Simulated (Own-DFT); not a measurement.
# Larger atoms on a fixed lattice: Ge in Si

Calculated, not measured: single-point runs of Own-DFT, a retired in-house plane-wave DFT program that no person has reviewed, on unrelaxed cells, without spin or spin-orbit coupling.

Method: PBE; PseudoDojo norm-conserving scalar-relativistic files; cutoff 42 hartree; 3 x 3 x 2 k mesh centred on Gamma; Fermi-Dirac smearing of 0.1 eV.

Caveats: forces on such cells moved up to 12 meV/angstrom on a denser k mesh; stress not checked against mesh or cutoff.

One cell of 96 atoms is used throughout, with vectors in Å (10.862, 0.000, 0.000); (0.000, 10.862, 0.000); (0.000, 0.000, 16.293). Some planes normal to z hold Ge in place of Si, either as pure planes or mixed at random through a layer; x is the share of Ge among all Ge and Si sites. u is the rms random offset of the atoms per axis. Stress is positive in tension.

```
    x        layer   u (Å)  (s_xx + s_yy)/2 (GPa)  s_zz (GPa)
0.125  mixed layer  0.0313                  -3.84       -3.86
0.125  mixed layer  0.0308                  -3.81       -3.81
0.167  pure planes  0.0629                      ?           ?
0.188  mixed layer  0.0302                  -4.65       -4.64
0.188  mixed layer  0.0617                  -5.44       -5.56
0.250  mixed layer  0.0612                  -6.18       -6.25
0.250  mixed layer  0.0303                  -5.50       -5.50
0.500  pure planes  0.0316                  -9.19       -9.24
0.500  pure planes  0.0622                  -9.97      -10.03
```

## Analysis

In the plane: -1.73 - 14.4 x - 252 u² GPa (slope in x ± 0.2, scatter 0.07). Along z: -1.72 - 14.4 x - 276 u² GPa (± 0.2, scatter 0.08). The two slopes nearly agree: every atom sits on the host's lattice on all three axes, so the larger Ge atoms are squeezed alike in all directions, and the layering hardly shows. The constants are the stress of this functional at the host's measured lattice. A real film keeps the in-plane spacing but grows in height until s_zz vanishes, which relieves part of the in-plane stress too.

## The run left out

Asked: what are the two stresses at x = 0.167?

The fit gives -5.1 and -5.2 GPa. The calculation gave -5.19 and -5.12 GPa.
